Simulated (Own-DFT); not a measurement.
# A change of arrangement and its cost: C36Si36, 72 atoms

The numbers are computed, not measured, by runs of the plane-wave DFT program Own-DFT (in-house, retired, unreviewed) at fixed positions, with no spin and no spin-orbit coupling.

Method: PBE; PseudoDojo norm-conserving scalar-relativistic files; cutoff 42 hartree; 4 x 4 x 3 k mesh centred on Gamma; Fermi-Dirac smearing of 0.1 eV.

Keep in mind: forces on such cells passed a denser k mesh, each cell not checked; stress not checked against mesh or cutoff.

All cells hold the same atoms in the same cell, with vectors in Å (9.248, 0.000, 0.000); (-4.624, 8.009, 0.000); (0.000, 0.000, 10.068). Every atom was moved at random from its ideal site; u is the rms move along one axis. E is the free energy of the cell above the lowest run. The arrangements:

- A: 2H SiC
- B: 4H SiC

```
arrangement   u (Å)  E (eV)  P (GPa)
          A  0.0280   0.204     3.77
          A  0.0298   0.328     3.74
          A  0.0314   0.693     3.95
          A  0.0581   7.132     6.20
          A  0.0585   7.480     5.89
          A  0.0606   8.433     6.42
          B  0.0292   0.000     3.69
          B  0.0304   0.201     3.78
          B  0.0336   0.895     3.95
          B  0.0557   5.988     5.76
          B  0.0602   6.989     6.11
          B  0.0602   7.318     6.04
```

The question: which arrangement lies lowest after the energy of the random moves is removed?

## Answer

Fit E = a + b u², with one b for all and one a for each arrangement, and with residuals divided by u², since the noise grows with the moves. Then b = 2698 eV/Å², the scatter at u = 0.04 Å is 0.15 eV, and against A:

- B: -0.32 ± 0.07 eV (lower)

The cells share one lattice and weren't relaxed, which can shift such small differences either way.
